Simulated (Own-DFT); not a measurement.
# What a defect does to the pressure of its cell: D0_22 TiAl3

No measurement is shown. These are fixed-geometry runs of a retired plane-wave code named Own-DFT, which no person has reviewed; spin and spin-orbit coupling are neglected.

Common settings: PBE; PseudoDojo norm-conserving scalar-relativistic files; cutoff 42 hartree; 4 x 4 x 4 k mesh centred on Gamma; cold (Marzari-Vanderbilt) smearing of 0.2 eV.

Known weak points: forces on such cells failed a check on a denser k mesh; stress not checked against mesh or cutoff.

All runs share one cell, with vectors in Å (-2.365, -6.981, 4.326); (-7.667, 3.491, 1.442); (-2.950, -3.488, -7.241) and a volume of 625.4 Å³. The atoms are randomly displaced, by u rms on each axis. The defect's site can differ from row to row.

| cell | formula | u (Å) | P (GPa) |
|---|---|---|---|
| no defect | Al30Ti10 | 0.0209 | 1.99 |
| no defect | Al30Ti10 | 0.0511 | 2.67 |
| no defect | Al30Ti10 | 0.0556 | 2.67 |
| two Al on a Ti site each | Al32Ti8 | 0.0250 | 2.81 |
| two Al on a Ti site each | Al32Ti8 | 0.0301 | 2.92 |
| two Al on a Ti site each | Al32Ti8 | 0.0548 | 3.48 |
| two Ti on an Al site each | Al28Ti12 | 0.0291 | 3.12 |
| two Ti on an Al site each | Al28Ti12 | 0.0464 | 3.68 |
| two Ti on an Al site each | Al28Ti12 | 0.0487 | 3.60 |
| one Ti vacancy | Al30Ti9 | 0.0281 | 1.79 |
| one Ti vacancy | Al30Ti9 | 0.0296 | 1.83 |
| one Ti vacancy | Al30Ti9 | 0.0491 | 2.32 |
| one Ti vacancy | Al30Ti9 | 0.0541 | ? |
| two Al vacancies | Al28Ti10 | 0.0301 | 1.22 |
| two Al vacancies | Al28Ti10 | 0.0461 | 1.46 |
| two Al vacancies | Al28Ti10 | 0.0519 | 1.68 |

## Analysis

P = P0 + c u² + a shift for each defect gives P0 = 1.86 GPa, c = 287 ± 18 GPa/Å² and a scatter of 0.06 GPa. The shifts, and each times the cell's volume:

- two Ti on an Al site each: 1.09 ± 0.05 GPa, 4.3 eV (2.1 eV for each of its 2 sites)
- two Al on a Ti site each: 0.78 ± 0.05 GPa, 3.0 eV (1.5 eV for each of its 2 sites)
- one Ti vacancy: -0.27 ± 0.05 GPa, -1.0 eV
- two Al vacancies: -0.95 ± 0.05 GPa, -3.7 eV (-1.9 eV for each of its 2 sites)

A positive shift means that the defect pushes the cell outwards. Shift times volume (160.2 GPa Å³ is 1 eV) depends little on the cell's size, so, taken for each site, it can be compared between cells at like pressure. The atoms around the defects weren't relaxed, which would change these numbers.

## Withheld run

Q: what pressure belongs in the blank (one Ti vacancy, u = 0.0541 Å)?

From the fit: 2.43 ± 0.08 GPa. DFT gave 2.57 GPa.
